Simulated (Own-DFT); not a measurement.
# Strain and stress in 4H SiC, 72 atoms (C36Si36)

All numbers below are calculated, not measured. The program, named Own-DFT, is a retired in-house plane-wave density functional code that no person has reviewed. Each row is one single-point run on a periodic cell that was not relaxed, without spin or spin-orbit coupling.

Settings of every run: PBE; PseudoDojo norm-conserving scalar-relativistic files; cutoff 42 hartree; 4 x 4 x 3 k mesh centred on Gamma; Fermi-Dirac smearing of 0.1 eV.

Known limits: forces on such cells passed a denser k mesh, each cell not checked; stress not checked against mesh or cutoff.

Unstrained cell vectors in Å: (9.248, 0.000, 0.000); (-4.624, 8.009, 0.000); (0.000, 0.000, 10.068). The unstrained cell has measured lattice constants (interpolated for alloys), not those of this functional. That, the random moves and any unrelaxed bonds set the pressure at no strain. Each run strains this cell uniformly, with the atoms carried along. Every atom was also moved at random, by a Gaussian of width 0.05 Å on each axis. Strain is the symmetric tensor, in per cent. Stress is positive in tension, and the pressure is minus a third of its trace.

```
run,e_xx (%),e_yy (%),e_zz (%),e_yz (%),e_xz (%),e_xy (%),s_xx (GPa),s_yy (GPa),s_zz (GPa),s_yz (GPa),s_xz (GPa),s_xy (GPa),P (GPa),E (meV/atom)
1,-1.30,0.30,0.84,0.99,-1.29,1.40,-10.89,-3.96,-2.97,3.34,-2.28,7.15,5.94,22.4
2,0.05,0.17,-1.46,-0.84,-1.68,1.97,-5.72,-3.50,-18.82,-2.98,-6.18,8.34,9.35,51.4
3,0.34,-1.76,0.51,-1.27,1.36,-1.28,-4.03,-14.95,-4.99,-3.88,3.87,-6.88,7.99,32.3
4,0.68,0.24,-1.30,-1.63,-1.85,-1.80,-2.10,-2.93,-14.42,-4.51,-5.67,-7.53,6.48,20.9
5,-0.41,0.71,1.32,1.90,-1.14,-0.39,-6.48,-0.67,0.31,5.93,-4.18,-2.47,2.28,12.8
6,-1.41,0.30,-1.28,-1.70,-1.33,0.26,-13.61,-4.94,-13.15,-6.15,-5.58,1.43,10.57,3.6
7,0.93,1.88,-0.36,-1.26,0.90,-1.07,1.41,6.19,-7.98,-4.23,2.49,-4.94,0.13,9.8
8,-0.26,1.83,0.56,1.56,-1.70,-1.85,-6.29,4.57,-2.70,4.86,-6.14,-8.96,1.47,22.5
9,-1.22,-1.39,1.68,-0.25,1.59,-0.83,-12.16,-13.34,1.38,-1.66,4.62,-3.83,8.04,28.0
10,-1.98,-1.69,-1.68,-1.03,-0.27,-1.15,-20.94,-15.69,-19.29,-2.28,-0.74,-5.23,18.64,33.3
11,1.38,0.69,-1.84,1.82,0.52,0.82,0.05,-1.50,-14.52,5.46,0.93,4.08,5.32,42.3
12,1.32,-0.45,-1.52,0.31,1.09,-1.03,2.83,-7.38,-18.37,0.86,4.05,-4.12,7.64,30.9
13,0.94,-1.08,-0.49,-1.74,-0.10,1.48,-1.53,-10.61,-9.42,-6.21,-0.08,8.01,7.19,26.0
14,-1.03,-1.03,0.60,-1.86,0.52,-0.10,-12.96,-10.83,-4.34,-5.74,2.28,-0.95,9.38,34.2
15,-0.25,1.01,1.28,1.65,1.03,0.18,-3.46,-0.39,1.22,5.41,3.67,0.48,0.88,0.0
16,-1.56,0.28,1.13,-0.84,0.98,0.00,-12.71,-3.64,-0.82,-3.32,4.25,0.31,5.72,0.8
17,-1.46,-1.84,1.45,-0.32,-0.91,1.09,?,?,?,?,?,?,?,?
```

E is the free energy for each atom above the lowest run shown.

## Worked fit

Each stress component was fitted by least squares to a constant and the strains of the runs shown, as fractions, with shears doubled. Shear strains stay in the fit of a normal stress only where such slopes are resolved. The slopes, in GPa:

```
stress,at no strain,per e_xx,per e_yy,per e_zz,scatter
s_xx,-5.3,596 ± 32,82 ± 28,96 ± 27,1.19
s_yy,-5.1,48 ± 16,554 ± 14,13 ± 13,0.59
s_zz,-7.2,30 ± 41,73 ± 36,591 ± 35,1.52
```

Each shear stress against twice its own strain: yz 164 ± 6, xz 163 ± 13, xy 235 ± 8 GPa. These are stiffnesses along x, y and z of the frame in which the cell vectors are given, which need not be the crystal's axes. The atoms are held to the strained lattice; where symmetry lets them move under strain, relaxing them would lower some slopes. The table should be nearly symmetric about its diagonal, and what it lacks of that shows the noise. A ninth of its sum, 231 ± 5 GPa, estimates the bulk modulus near the mean pressure of these runs, 6.7 GPa, so it lies above the value at zero pressure.

## Withheld run

Question: what normal stresses and pressure should run 17 give?

The fit gives s_xx = -14.1, s_yy = -15.8, s_zz = -0.5 and P = 10.1 GPa. The calculation gave -13.68, -16.05, 0.21 and P = 9.84 GPa.
